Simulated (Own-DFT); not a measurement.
AlN (wurtzite, atoms displaced) (calculated)

A calculation, not a measurement: plane-wave PBE density functional theory by an unreviewed code, no spin, of a simulated periodic cell, stress positive in tension, free energy of the whole cell less one offset for each atom, forces on such cells passed a denser k mesh, this cell's mesh not checked; offsets are fitted by least squares, one for each functional and potential file, so energies compare only between cells with the same atoms and settings and are not formation energies; the far tail of each file's local potential was reset to the Coulomb form; each entry is a single point on an unrelaxed cell, so the pressure reflects the starting lattice, mostly measured values (interpolated for alloys), from which strain is counted, and rises with the displacements; printed positions are rounded, which can move forces by about a meV/angstrom; the program, named Own-DFT, is a retired in-house code; no spin-orbit coupling. Program: Own-DFT development build.

Settings shared by all entries: functional PBE; potential files PseudoDojo norm-conserving, scalar-relativistic, standard set; wave cutoff 42 hartree; occupations Fermi-Dirac; smearing width 0.1 eV; hardware one NVIDIA H100; k mesh 2 x 2 x 2 centred on Gamma.

```yaml
- entry: 1
  formula: AlN
  kind: "wurtzite, atoms displaced"
  structure:
    cell_angstrom: [[12.448, 0.0, 0.0], [-6.224, 10.7803, 0.0], [0.0, 0.0, 9.964]]
    atoms_fractional:
      - [Al, 0.09032, 0.17506, 0.99771]
      - [Al, 0.15732, 0.07659, 0.25081]
      - ["N", 0.1017, 0.16546, 0.18385]
      - ["N", 0.1693, 0.07554, 0.45183]
      - [Al, 0.08859, 0.16614, 0.49371]
      - [Al, 0.15679, 0.08188, 0.73874]
      - ["N", 0.08966, 0.1648, 0.67658]
      - ["N", 0.17617, 0.09711, 0.93409]
      - [Al, 0.08252, 0.42854, 0.00537]
      - [Al, 0.16602, 0.32472, 0.24032]
      - ["N", 0.07846, 0.40468, 0.21213]
      - ["N", 0.15318, 0.33068, 0.44988]
      - [Al, 0.07841, 0.40824, 0.50046]
      - [Al, 0.17907, 0.33875, 0.72429]
      - ["N", 0.08293, 0.4133, 0.67818]
      - ["N", 0.15843, 0.33391, 0.96122]
      - [Al, 0.08183, 0.65146, 0.9995]
      - [Al, 0.15415, 0.58058, 0.25854]
      - ["N", 0.07035, 0.64657, 0.17813]
      - ["N", 0.1859, 0.57823, 0.43896]
      - [Al, 0.08767, 0.64981, 0.4843]
      - [Al, 0.16951, 0.58444, 0.75918]
      - ["N", 0.07518, 0.66187, 0.69558]
      - ["N", 0.17409, 0.57953, 0.94287]
      - [Al, 0.08083, 0.91446, 0.00962]
      - [Al, 0.17392, 0.84705, 0.25463]
      - ["N", 0.07122, 0.89882, 0.18421]
      - ["N", 0.1815, 0.83483, 0.41274]
      - [Al, 0.07919, 0.91004, 0.5132]
      - [Al, 0.1735, 0.84047, 0.75133]
      - ["N", 0.08012, 0.91425, 0.70242]
      - ["N", 0.17557, 0.828, 0.94724]
      - [Al, 0.34174, 0.16612, 0.01703]
      - [Al, 0.41684, 0.0947, 0.2505]
      - ["N", 0.33286, 0.17087, 0.20708]
      - ["N", 0.41389, 0.08102, 0.44716]
      - [Al, 0.34151, 0.17088, 0.49518]
      - [Al, 0.41864, 0.07494, 0.76488]
      - ["N", 0.32521, 0.16756, 0.68516]
      - ["N", 0.42098, 0.08131, 0.94679]
      - [Al, 0.3327, 0.39759, 0.97943]
      - [Al, 0.41186, 0.33104, 0.25849]
      - ["N", 0.33204, 0.41579, 0.19145]
      - ["N", 0.42573, 0.32528, 0.43057]
      - [Al, 0.31925, 0.41086, 0.49257]
      - [Al, 0.42308, 0.33451, 0.7422]
      - ["N", 0.34378, 0.40059, 0.72042]
      - ["N", 0.43444, 0.35684, 0.94763]
      - [Al, 0.32358, 0.67458, 0.0042]
      - [Al, 0.40671, 0.56993, 0.25398]
      - ["N", 0.32649, 0.64674, 0.19614]
      - ["N", 0.40995, 0.57189, 0.45024]
      - [Al, 0.32033, 0.66622, 0.49413]
      - [Al, 0.41143, 0.57336, 0.74832]
      - ["N", 0.34376, 0.67021, 0.68415]
      - ["N", 0.41242, 0.57587, 0.92377]
      - [Al, 0.34385, 0.92226, 0.00211]
      - [Al, 0.43008, 0.86311, 0.24195]
      - ["N", 0.33765, 0.91175, 0.18689]
      - ["N", 0.42021, 0.84785, 0.44649]
      - [Al, 0.33762, 0.91558, 0.50235]
      - [Al, 0.42716, 0.83233, 0.7288]
      - ["N", 0.33989, 0.93035, 0.69253]
      - ["N", 0.43004, 0.84144, 0.93239]
      - [Al, 0.58108, 0.16308, 0.98413]
      - [Al, 0.67, 0.07705, 0.25292]
      - ["N", 0.57784, 0.1691, 0.19181]
      - ["N", 0.66585, 0.07181, 0.45656]
      - [Al, 0.6047, 0.18345, 0.49594]
      - [Al, 0.67533, 0.08985, 0.74498]
      - ["N", 0.60094, 0.1708, 0.68011]
      - ["N", 0.65426, 0.06569, 0.94854]
      - [Al, 0.58917, 0.41614, 0.00432]
      - [Al, 0.66037, 0.33375, 0.25156]
      - ["N", 0.59488, 0.41833, 0.19668]
      - ["N", 0.65858, 0.30859, 0.42061]
      - [Al, 0.58012, 0.42113, 0.49416]
      - [Al, 0.64928, 0.30142, 0.76856]
      - ["N", 0.58233, 0.42831, 0.66796]
      - ["N", 0.64775, 0.32761, 0.94256]
      - [Al, 0.57505, 0.65669, 0.99226]
      - [Al, 0.66947, 0.58953, 0.25346]
      - ["N", 0.58962, 0.66928, 0.18817]
      - ["N", 0.6561, 0.57246, 0.43889]
      - [Al, 0.59637, 0.67758, 0.48159]
      - [Al, 0.66571, 0.58071, 0.74712]
      - ["N", 0.58363, 0.67869, 0.68797]
      - ["N", 0.68127, 0.59346, 0.94183]
      - [Al, 0.58816, 0.93113, 0.01098]
      - [Al, 0.65807, 0.8246, 0.23663]
      - ["N", 0.59251, 0.90942, 0.19443]
      - ["N", 0.67409, 0.83432, 0.45518]
      - [Al, 0.58679, 0.90645, 0.48359]
      - [Al, 0.67643, 0.84236, 0.75072]
      - ["N", 0.57492, 0.9092, 0.67826]
      - ["N", 0.67544, 0.84052, 0.94864]
      - [Al, 0.84683, 0.1639, 0.9908]
      - [Al, 0.90604, 0.07964, 0.25097]
      - ["N", 0.82632, 0.15851, 0.19082]
      - ["N", 0.92246, 0.08663, 0.45363]
      - [Al, 0.81713, 0.16856, 0.50425]
      - [Al, 0.92219, 0.08392, 0.74729]
      - ["N", 0.84571, 0.18259, 0.6787]
      - ["N", 0.92354, 0.09295, 0.94762]
      - [Al, 0.84206, 0.41362, 0.98355]
      - [Al, 0.89554, 0.31263, 0.27175]
      - ["N", 0.82769, 0.41542, 0.19389]
      - ["N", 0.9318, 0.33968, 0.42654]
      - [Al, 0.85077, 0.42016, 0.49773]
      - [Al, 0.91899, 0.34602, 0.73955]
      - ["N", 0.83428, 0.42038, 0.66193]
      - ["N", 0.92049, 0.34463, 0.96059]
      - [Al, 0.84548, 0.66682, 0.00143]
      - [Al, 0.91697, 0.59054, 0.26966]
      - ["N", 0.82168, 0.66988, 0.1938]
      - ["N", 0.90684, 0.58317, 0.4528]
      - [Al, 0.85327, 0.67198, 0.49853]
      - [Al, 0.92874, 0.59202, 0.76213]
      - ["N", 0.82621, 0.6563, 0.6718]
      - ["N", 0.89691, 0.56401, 0.93716]
      - [Al, 0.83557, 0.91272, 0.00314]
      - [Al, 0.92236, 0.84323, 0.27109]
      - ["N", 0.82374, 0.9133, 0.19474]
      - ["N", 0.92317, 0.82477, 0.44686]
      - [Al, 0.82257, 0.89513, 0.48793]
      - [Al, 0.91125, 0.82609, 0.75105]
      - ["N", 0.84513, 0.93151, 0.69332]
      - ["N", 0.9183, 0.82287, 0.94394]
  results:
    "free_energy_of_cell_above_offsets [eV]": "-16.909"
    "pressure [GPa]": 13.35
    "stress_xx [GPa]": -14.7
    "stress_yy [GPa]": -13.63
    "stress_zz [GPa]": -11.71
    "stress_yz [GPa]": 0.76
    "stress_xz [GPa]": -0.9
    "stress_xy [GPa]": 1.81
    force_element: [Al, Al, "N", "N", Al, Al, "N", "N", Al, Al, "N", "N", Al, Al, "N", "N", Al, Al, "N", "N", Al, Al, "N", "N", Al, Al, "N", "N", Al, Al, "N", "N", Al, Al, "N", "N", Al, Al, "N", "N", Al, Al, "N", "N", Al, Al, "N", "N", Al, Al, "N", "N", Al, Al, "N", "N", Al, Al, "N", "N", Al, Al, "N", "N", Al, Al, "N", "N", Al, Al, "N", "N", Al, Al, "N", "N", Al, Al, "N", "N", Al, Al, "N", "N", Al, Al, "N", "N", Al, Al, "N", "N", Al, Al, "N", "N", Al, Al, "N", "N", Al, Al, "N", "N", Al, Al, "N", "N", Al, Al, "N", "N", Al, Al, "N", "N", Al, Al, "N", "N", Al, Al, "N", "N", Al, Al, "N", "N"]
    "force_x [eV/angstrom]": [0.55, 2.964, -4.288, -0.983, -0.702, 3.367, -2.67, 0.591, 2.789, -0.655, -1.663, 4.261, 0.445, -1.608, 0.264, 0.611, -1.353, 3.507, -0.773, -9.516, -1.419, 0.856, 4.179, -2.873, 1.159, 0.473, 0.371, -1.107, 2.165, 0.229, 0.363, -1.398, -1.742, 2.095, -0.904, 1.585, -0.129, -1.706, 2.444, -1.784, -7.158, 0.858, 1.157, -3.082, 2.731, 6.535, -8.8, 5.165, 5.206, 1.1, -2.474, 0.146, 9.108, 1.678, -2.823, -0.667, -0.03, 3.89, -5.046, 2.76, -2.229, -3.191, 0.199, -1.533, 1.606, -2.321, 1.766, -1.711, -2.033, 1.05, -1.864, 1.277, -1.636, 3.003, -4.228, 0.349, 1.832, -0.826, 1.024, 4.789, 0.477, -0.805, -2.008, 1.413, -1.771, -0.782, 1.563, -0.767, 1.785, 3.294, -4.719, -2.659, -2.516, -1.437, 4.858, -1.224, -5.709, 2.136, 0.407, -1.605, 5.391, 0.138, -0.333, 3.734, -7.235, -0.148, 0.917, -2.553, -2.468, 0.513, 0.127, 4.57, -2.815, -1.337, 4.408, 7.574, -6.567, -4.463, 0.961, 2.478, 0.232, -1.319, 2.362, -1.31, 4.224, -0.494, 0.138, -0.227]
    "force_y [eV/angstrom]": [-1.24, -1.1, -0.394, -0.107, -1.047, 0.445, 1.628, -1.816, -3.388, 1.683, 0.942, -1.42, 2.02, -2.212, 1.664, 1.517, 1.95, -2.093, 1.963, -4.542, 2.32, 0.167, 2.21, 0.638, 0.517, -1.488, 2.558, -2.295, 1.43, -0.884, -0.985, 0.01, 1.369, -1.636, -1.988, 0.259, -1.774, 3.168, -0.254, 0.56, 4.544, 2.453, -2.105, 1.054, -0.317, -3.666, 4.908, -5.614, 0.455, 1.574, 3.163, 2.346, 5.109, 2.005, -1.947, 0.463, -2.533, -5.197, 3.331, -3.21, 2.925, -0.534, -4.334, -0.799, 0.253, 0.872, -1.899, 0.935, -10.26, -3.084, -3.171, 10.45, 3.806, -0.5, 1.176, 10.27, -2.198, 7.42, -2.693, -1.653, 1.228, -2.502, -2.427, 4.355, -5.502, 1.328, -1.34, -1.737, -9.496, -0.743, 3.173, -0.759, 0.879, -0.964, 3.95, -0.479, 2.802, 0.138, 0.429, -1.68, 0.593, 3.225, -1.413, -3.572, -0.012, 2.474, 0.003, -0.816, -1.265, -0.55, -0.426, -4.803, -1.144, -2.055, 1.837, -2.522, -0.817, -2.421, 2.035, 3.709, -0.02, -2.276, 0.898, 2.411, 5.897, -0.253, -4.094, 2.566]
    "force_z [eV/angstrom]": [0.181, 1.684, 0.349, -1.968, 0.102, 1.876, 1.665, 1.067, 3.081, 0.376, -1.904, -1.422, -1.047, 2.204, 3.024, -2.5, -0.643, -2.171, 2.785, -1.656, 1.989, -2.461, -1.659, -1.49, -3.762, -7.989, 2.825, 10.27, -0.517, 1.118, -1.195, -0.415, -1.861, 2.259, -2.313, -1.219, 1.474, -2.696, 1.093, -0.304, 2.424, -3.01, -0.323, 2.472, 0.278, 1.636, -4.008, -1.879, 0.961, 0.247, -1.111, -1.01, 2.703, -1.848, 0.044, 3.664, -0.822, 3.445, -1.386, -2.412, 0.262, 3.095, -0.983, 1.052, 4.596, 0.415, -1.581, -3.329, 3.181, -0.045, 0.997, -4.758, 2.012, -2.226, -1.326, 0.542, -0.998, -2.881, 4.07, -1.197, -0.133, -0.335, 0.133, -1.237, 3.56, -0.13, -0.216, -0.718, 0.378, 1.291, 0.212, -4.564, 3.191, 0.427, -0.226, -0.709, 2.737, 1.451, -0.806, -2.529, -1.094, -0.333, 3.939, -2.329, 5.454, -9.866, 0.137, 8.064, -4.728, 0.421, 8.101, -4.346, 1.964, -4.18, 0.517, -3.011, 1.632, -3.079, 4.247, -0.302, -0.057, -4.341, 0.763, 0.14, 3.189, 0.025, -0.947, -0.944]
    "wall_time [s]": 390.3
- entry: 2
  formula: AlN
  kind: "wurtzite, atoms displaced"
  structure:
    cell_angstrom: [[12.448, 0.0, 0.0], [-6.224, 10.7803, 0.0], [0.0, 0.0, 9.964]]
    atoms_fractional:
      - [Al, 0.1017, 0.17794, 0.98949]
      - [Al, 0.16203, 0.09854, 0.24319]
      - ["N", 0.07804, 0.16156, 0.18047]
      - ["N", 0.16796, 0.083, 0.46914]
      - [Al, 0.07941, 0.16635, 0.50548]
      - [Al, 0.15768, 0.07757, 0.77727]
      - ["N", 0.08732, 0.15629, 0.67889]
      - ["N", 0.16659, 0.06378, 0.93001]
      - [Al, 0.09472, 0.42206, 0.01499]
      - [Al, 0.18447, 0.35694, 0.24795]
      - ["N", 0.09887, 0.42343, 0.20374]
      - ["N", 0.14909, 0.32895, 0.42646]
      - [Al, 0.0822, 0.40425, 0.49908]
      - [Al, 0.15757, 0.3209, 0.76189]
      - ["N", 0.08018, 0.40371, 0.69287]
      - ["N", 0.16411, 0.31437, 0.94033]
      - [Al, 0.07298, 0.65469, 0.00117]
      - [Al, 0.17045, 0.57645, 0.26165]
      - ["N", 0.08871, 0.67152, 0.18192]
      - ["N", 0.15904, 0.59426, 0.44259]
      - [Al, 0.06797, 0.67039, 0.50912]
      - [Al, 0.17718, 0.59359, 0.75321]
      - ["N", 0.08758, 0.66937, 0.67129]
      - ["N", 0.17637, 0.57359, 0.93564]
      - [Al, 0.06443, 0.90878, 0.01038]
      - [Al, 0.17488, 0.84015, 0.25715]
      - ["N", 0.07738, 0.91956, 0.20199]
      - ["N", 0.16282, 0.82098, 0.43235]
      - [Al, 0.08299, 0.92423, 0.51864]
      - [Al, 0.17643, 0.83282, 0.75075]
      - ["N", 0.06671, 0.90602, 0.70224]
      - ["N", 0.18438, 0.84285, 0.92933]
      - [Al, 0.33767, 0.17265, 0.00267]
      - [Al, 0.4299, 0.08252, 0.25363]
      - ["N", 0.32649, 0.15815, 0.19149]
      - ["N", 0.4232, 0.08931, 0.4343]
      - [Al, 0.34989, 0.1793, 0.48496]
      - [Al, 0.4311, 0.08308, 0.76706]
      - ["N", 0.34916, 0.17297, 0.67366]
      - ["N", 0.39433, 0.09026, 0.95026]
      - [Al, 0.32948, 0.41917, 0.00125]
      - [Al, 0.43454, 0.33472, 0.22969]
      - ["N", 0.33835, 0.41186, 0.20096]
      - ["N", 0.40948, 0.33126, 0.45522]
      - [Al, 0.33125, 0.41897, 0.50494]
      - [Al, 0.42272, 0.33132, 0.74514]
      - ["N", 0.33872, 0.41681, 0.70885]
      - ["N", 0.42683, 0.33187, 0.93866]
      - [Al, 0.32119, 0.65759, 0.99963]
      - [Al, 0.40491, 0.58653, 0.26591]
      - ["N", 0.3232, 0.64358, 0.20115]
      - ["N", 0.43175, 0.58753, 0.45475]
      - [Al, 0.34062, 0.67318, 0.48674]
      - [Al, 0.42424, 0.58886, 0.75066]
      - ["N", 0.33654, 0.67532, 0.68733]
      - ["N", 0.42877, 0.5793, 0.94038]
      - [Al, 0.33251, 0.91676, 0.99157]
      - [Al, 0.40492, 0.83098, 0.26607]
      - ["N", 0.33033, 0.90172, 0.18478]
      - ["N", 0.42151, 0.83339, 0.45934]
      - [Al, 0.33852, 0.91226, 0.50746]
      - [Al, 0.41773, 0.83831, 0.75147]
      - ["N", 0.33599, 0.91569, 0.69372]
      - ["N", 0.43722, 0.83373, 0.93259]
      - [Al, 0.58764, 0.16193, 0.99995]
      - [Al, 0.68016, 0.10365, 0.23603]
      - ["N", 0.57794, 0.16725, 0.17246]
      - ["N", 0.65304, 0.05664, 0.42335]
      - [Al, 0.5982, 0.1715, 0.49922]
      - [Al, 0.66088, 0.08704, 0.75846]
      - ["N", 0.59444, 0.17504, 0.68456]
      - ["N", 0.67415, 0.0829, 0.94626]
      - [Al, 0.59695, 0.4217, 0.99887]
      - [Al, 0.64671, 0.35097, 0.2687]
      - ["N", 0.5808, 0.42495, 0.18949]
      - ["N", 0.67051, 0.3325, 0.46454]
      - [Al, 0.58353, 0.41351, 0.48049]
      - [Al, 0.65427, 0.32045, 0.75521]
      - ["N", 0.57848, 0.41048, 0.70855]
      - ["N", 0.65924, 0.33089, 0.93793]
      - [Al, 0.5765, 0.65801, 0.01612]
      - [Al, 0.65722, 0.5646, 0.24234]
      - ["N", 0.58376, 0.66801, 0.18438]
      - ["N", 0.67162, 0.58083, 0.44539]
      - [Al, 0.5902, 0.66794, 0.50643]
      - [Al, 0.67014, 0.58847, 0.73681]
      - ["N", 0.5796, 0.6329, 0.67809]
      - ["N", 0.66801, 0.5799, 0.92329]
      - [Al, 0.59109, 0.92371, 0.9999]
      - [Al, 0.65805, 0.8305, 0.23687]
      - ["N", 0.61137, 0.93246, 0.19997]
      - ["N", 0.67097, 0.82791, 0.44426]
      - [Al, 0.58258, 0.92034, 0.48658]
      - [Al, 0.65366, 0.82134, 0.74751]
      - ["N", 0.58259, 0.91712, 0.67996]
      - ["N", 0.6658, 0.83779, 0.95743]
      - [Al, 0.83069, 0.16709, 0.99444]
      - [Al, 0.92847, 0.09195, 0.26696]
      - ["N", 0.83537, 0.1683, 0.20963]
      - ["N", 0.92958, 0.08366, 0.44985]
      - [Al, 0.82732, 0.16762, 0.51054]
      - [Al, 0.92993, 0.09043, 0.75772]
      - ["N", 0.82034, 0.15368, 0.69249]
      - ["N", 0.91537, 0.05735, 0.94663]
      - [Al, 0.84145, 0.43337, 0.00701]
      - [Al, 0.91539, 0.33426, 0.23297]
      - ["N", 0.83882, 0.42443, 0.20875]
      - ["N", 0.89641, 0.31353, 0.43401]
      - [Al, 0.84804, 0.42035, 0.48755]
      - [Al, 0.91466, 0.32791, 0.7347]
      - ["N", 0.83111, 0.41139, 0.70744]
      - ["N", 0.91823, 0.3351, 0.93183]
      - [Al, 0.82983, 0.68301, 0.9784]
      - [Al, 0.9032, 0.57718, 0.24286]
      - ["N", 0.83059, 0.66702, 0.21578]
      - ["N", 0.9188, 0.58983, 0.44415]
      - [Al, 0.84142, 0.66106, 0.48403]
      - [Al, 0.92242, 0.59019, 0.73798]
      - ["N", 0.84499, 0.68051, 0.68518]
      - ["N", 0.92183, 0.56644, 0.93805]
      - [Al, 0.831, 0.91115, 0.0073]
      - [Al, 0.90931, 0.8387, 0.24187]
      - ["N", 0.83754, 0.92646, 0.19838]
      - ["N", 0.91646, 0.83205, 0.43563]
      - [Al, 0.85046, 0.93803, 0.4868]
      - [Al, 0.92497, 0.84525, 0.75919]
      - ["N", 0.83442, 0.92095, 0.69048]
      - ["N", 0.91396, 0.83036, 0.94075]
  results:
    "free_energy_of_cell_above_offsets [eV]": "-13.524"
    "pressure [GPa]": 13.41
    "stress_xx [GPa]": -12.57
    "stress_yy [GPa]": -16.07
    "stress_zz [GPa]": -11.6
    "stress_yz [GPa]": 2.82
    "stress_xz [GPa]": -1.08
    "stress_xy [GPa]": -0.15
    force_element: [Al, Al, "N", "N", Al, Al, "N", "N", Al, Al, "N", "N", Al, Al, "N", "N", Al, Al, "N", "N", Al, Al, "N", "N", Al, Al, "N", "N", Al, Al, "N", "N", Al, Al, "N", "N", Al, Al, "N", "N", Al, Al, "N", "N", Al, Al, "N", "N", Al, Al, "N", "N", Al, Al, "N", "N", Al, Al, "N", "N", Al, Al, "N", "N", Al, Al, "N", "N", Al, Al, "N", "N", Al, Al, "N", "N", Al, Al, "N", "N", Al, Al, "N", "N", Al, Al, "N", "N", Al, Al, "N", "N", Al, Al, "N", "N", Al, Al, "N", "N", Al, Al, "N", "N", Al, Al, "N", "N", Al, Al, "N", "N", Al, Al, "N", "N", Al, Al, "N", "N", Al, Al, "N", "N", Al, Al, "N", "N"]
    "force_x [eV/angstrom]": [-1.191, 3.283, -1.129, 0.207, 3.843, 1.635, -1.344, -0.548, -1.418, 0.945, -4.076, 4.495, -3.778, 1.921, 0.253, -1.174, 2.4, -4.432, -0.238, 2.444, 3.248, -0.681, 0.998, -3.448, 4.158, -2.453, 1.209, 0.493, -0.187, -2.876, 6.712, -3.639, -5.209, -2.667, 1.43, 1.943, -1.953, -3.974, 0.066, 10.44, 3.088, -8.116, 0.763, 1.399, 0.121, -1.624, -2.595, -1.964, 5.159, 8.012, -2.818, -3.75, -1.222, -0.456, 1.161, -3.769, 2.107, 2.979, -0.075, -1.604, -2.674, 2.091, 0.277, -3.677, -2.17, -2.3, 1.197, -0.248, -1.026, 2.193, -0.278, -2.65, -2.417, 7.693, 2.438, -0.351, -1.922, 0.432, 2.97, 3.089, 1.433, -0.773, -0.246, -0.332, 1.91, 7.176, -7.637, -0.257, 0.462, 4.199, -5.96, -1.099, 3.611, 1.93, -0.48, 1.502, 3.859, -1.263, 2.681, -3.708, 0.536, -2.011, 1.587, -0.351, -0.799, 1.246, -1.949, 2.11, -1.947, -0.694, -0.21, 0.928, 0.912, 3.009, -1.505, 2.482, -5.65, -0.601, -0.277, -1.928, -1.244, 1.768, -1.09, 0.371, -0.756, -5.426, -0.17, -0.527]
    "force_y [eV/angstrom]": [-12.15, -3.319, 3.554, 2.129, 1.154, 0.243, 1.922, 2.049, -2.435, -5.457, -1.17, -0.617, 2.976, 1.374, 1.284, 10.47, 2.861, 2.762, -1.393, -2.287, 0.826, -1.924, -0.231, -0.424, 1.593, -1.107, 0.267, 3.126, -1.988, 0.171, 3.149, -3.922, 2.382, -1.455, 1.66, -1.036, -5.351, 1.143, -1.771, -5.371, -0.949, -4.454, 1.943, 4.469, -0.611, -1.191, -0.401, 0.905, 3.265, -2.425, 5.016, -1.025, -2.71, -1.612, -1.087, 0.065, 1.025, -0.262, 2.529, 0.117, 1.24, -0.732, 1.538, -0.695, 1.796, -3.531, 1.786, 10.71, -3.331, -2.014, -3.847, 0.46, -0.325, -4.252, -2.875, 1.608, 0.971, 5.048, 2.154, -0.941, 1.712, 11.37, -1.997, -1.381, 0.931, -4.097, 5.756, 1.46, -1.336, -0.65, 0.687, 1.283, -6.122, 2.067, 0.302, -2.661, 0.652, -0.723, 1.617, 5.441, -3.728, -3.146, 1.739, 7.143, -8.56, -0.101, -3.479, 3.099, 0.299, 0.215, 1.127, -0.231, -7.152, 5.247, -0.591, -4.769, 4.435, -1.696, -1.627, 7.697, -1.207, -0.847, -0.53, 0.969, -9.853, -2.765, -0.311, 3.235]
    "force_z [eV/angstrom]": [4.842, 2.82, -0.616, -3.628, -1.457, -13.36, 5.081, 11.18, -2.067, 1.228, -3.138, 0.943, 1.416, -3.295, -0.815, -0.697, -0.027, 0.558, 1.208, 0.451, -5.66, -2.451, 8.05, -0.176, 0.667, -2.044, -1.896, 3.203, -2.053, -1.123, -0.998, 1.306, 1.631, -1.377, 0.543, 0.699, 2.959, -2.766, 2.888, -3.152, -0.732, 2.348, -1.552, -3.785, 1.359, 0.606, -1.747, 2.225, 1.189, 0.686, -2.783, -2.03, 3.301, -0.372, 0.22, 0.025, 1.812, -0.833, -0.122, -3.526, -0.696, -1.199, 0.028, 1.686, -1.91, 2.161, 3.934, -0.743, -0.462, -1.61, 1.078, -1.065, -2.73, -0.004, -4.245, -3.824, 5.771, -0.514, -2.796, 2.148, -4.652, 4.0, 4.546, -1.962, -2.194, 1.978, 0.649, 3.129, 2.325, 3.003, -2.621, -0.899, 3.692, -0.218, 1.637, -2.086, 1.153, -2.329, -3.454, -2.196, -1.385, -0.654, 0.835, -1.959, 0.89, 2.39, -2.364, -0.447, 2.314, 1.907, -2.743, 2.869, 2.188, 1.77, -3.443, -2.482, 2.131, 0.899, 0.79, -3.393, 1.214, 3.382, -0.84, 0.515, 3.294, -1.847, 0.356, 0.136]
    "wall_time [s]": 399.3
```
